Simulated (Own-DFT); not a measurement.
# Response to strain: fcc Cu, 16 atoms (Cu16)

Calculated results; nothing here was measured. The program, named Own-DFT, is a retired in-house plane-wave density functional code that no person has reviewed. Each row is one single-point run on a periodic cell that was not relaxed, without spin or spin-orbit coupling.

Settings of every run: PBE; PseudoDojo norm-conserving scalar-relativistic files; cutoff 50 hartree; 7 x 7 x 5 k mesh centred on Gamma; cold (Marzari-Vanderbilt) smearing of 0.2 eV.

Known limits: forces on such cells failed a check on a denser k mesh; stress not checked against mesh or cutoff.

Unstrained cell vectors in Å: (3.615, 3.615, 0.000); (-3.615, 3.615, 0.000); (0.000, 0.000, 7.230). The unstrained cell has measured lattice constants (interpolated for alloys), not those of this functional. That, the random moves and any unrelaxed bonds set the pressure at no strain. Each run strains this cell uniformly, with the atoms carried along. Every atom was also moved at random, by a Gaussian of width 0.05 Å on each axis. Strain is the symmetric tensor, in per cent. Stress is positive in tension, and the pressure is minus a third of its trace.

| run | e_xx (%) | e_yy (%) | e_zz (%) | e_yz (%) | e_xz (%) | e_xy (%) | s_xx (GPa) | s_yy (GPa) | s_zz (GPa) | s_yz (GPa) | s_xz (GPa) | s_xy (GPa) | P (GPa) | E (meV/atom) |
|---|---|---|---|---|---|---|---|---|---|---|---|---|---|---|
| 1 | -1.18 | 1.19 | -0.16 | -0.43 | 0.70 | 0.09 | -4.77 | -2.71 | -3.15 | -0.74 | 1.75 | 0.55 | 3.54 | 17.0 |
| 2 | 0.06 | 0.16 | -1.23 | -0.11 | 1.11 | 0.33 | -4.85 | -4.42 | -4.83 | -0.16 | 2.62 | 0.46 | 4.70 | 14.4 |
| 3 | 0.03 | -1.26 | 1.56 | -1.26 | -1.18 | -1.87 | -2.54 | -3.20 | -1.37 | -2.13 | -1.73 | -3.09 | 2.37 | 8.6 |
| 4 | -1.65 | -1.34 | -1.60 | -1.90 | 0.68 | 0.13 | -11.12 | -11.57 | -11.00 | -3.97 | 1.52 | 0.01 | 11.23 | 36.9 |
| 5 | -0.61 | -0.96 | -0.36 | -0.20 | -1.00 | -0.36 | -6.19 | -6.48 | -6.05 | -0.51 | -1.86 | -0.83 | 6.24 | 18.4 |
| 6 | -0.35 | -0.29 | -1.62 | -0.96 | -1.49 | -1.37 | -7.15 | -6.60 | -7.16 | -2.05 | -2.61 | -2.79 | 6.97 | 22.5 |
| 7 | 1.95 | 0.43 | 0.64 | -0.97 | -0.60 | 1.10 | 1.83 | 0.50 | 1.46 | -1.66 | -1.00 | 1.46 | -1.26 | 10.3 |
| 8 | -0.46 | -1.26 | -1.78 | -1.04 | 0.58 | -0.36 | -8.25 | -9.00 | -9.02 | -2.05 | 1.16 | -0.65 | 8.76 | 19.9 |
| 9 | -0.83 | -1.63 | 1.41 | -1.60 | -1.21 | 0.26 | -5.68 | -5.94 | -3.75 | -2.60 | -2.22 | 0.66 | 5.13 | 21.9 |
| 10 | 1.20 | 1.82 | -1.55 | -1.75 | -1.76 | 1.12 | -1.30 | -0.55 | -2.03 | -3.37 | -3.38 | 1.83 | 1.29 | 17.4 |
| 11 | -0.84 | 1.22 | 1.52 | -0.72 | 1.11 | 0.07 | -0.63 | 0.72 | 0.78 | -0.86 | 2.00 | -0.04 | -0.29 | 0.3 |
| 12 | 0.25 | 0.70 | 1.38 | 0.27 | -1.75 | 0.93 | 0.31 | 1.04 | 1.28 | 0.40 | -2.79 | 1.25 | -0.88 | 0.0 |
| 13 | -1.24 | -1.99 | 1.88 | -1.45 | -0.29 | 0.04 | -5.58 | -5.96 | -2.96 | -2.52 | -0.58 | 0.59 | 4.83 | 8.3 |
| 14 | -0.51 | -0.52 | -0.35 | -0.67 | 1.79 | -0.17 | -5.54 | -4.97 | -5.44 | -1.31 | 3.50 | -0.67 | 5.32 | 17.2 |
| 15 | -1.03 | 0.11 | -0.56 | 0.35 | 0.31 | 0.56 | -5.62 | -4.99 | -4.95 | 0.45 | 0.61 | 0.89 | 5.18 | 10.8 |
| 16 | 0.18 | 0.22 | -1.58 | -1.80 | 1.04 | 0.97 | ? | ? | ? | ? | ? | ? | ? | ? |

E is the free energy for each atom above the lowest run shown.

## Worked fit

Each stress component was fitted by least squares to a constant and the strains of the runs shown, as fractions, with shears doubled. Shear strains stay in the fit of a normal stress only where such slopes are resolved. The slopes, in GPa:

```
stress,at no strain,per e_xx,per e_yy,per e_zz,scatter
s_xx,-3.4,192 ± 12,135 ± 10,153 ± 8,0.38
s_yy,-3.2,124 ± 14,212 ± 12,158 ± 9,0.45
s_zz,-3.0,134 ± 10,144 ± 9,212 ± 7,0.33
```

Each shear stress against twice its own strain: yz 89 ± 3, xz 94 ± 3, xy 87 ± 6 GPa. These are stiffnesses along x, y and z of the frame in which the cell vectors are given, which need not be the crystal's axes. The atoms are held to the strained lattice; where symmetry lets them move under strain, relaxing them would lower some slopes. The table should be nearly symmetric about its diagonal, and what it lacks of that shows the noise. A ninth of its sum, 163 ± 4 GPa, estimates the bulk modulus near the mean pressure of these runs, 4.2 GPa, so it lies above the value at zero pressure.

## Withheld run

Question: what normal stresses and pressure should run 16 give?

The fit gives s_xx = -5.2, s_yy = -5.1, s_zz = -5.7 and P = 5.3 GPa. The calculation gave -4.76, -5.09, -5.44 and P = 5.10 GPa.
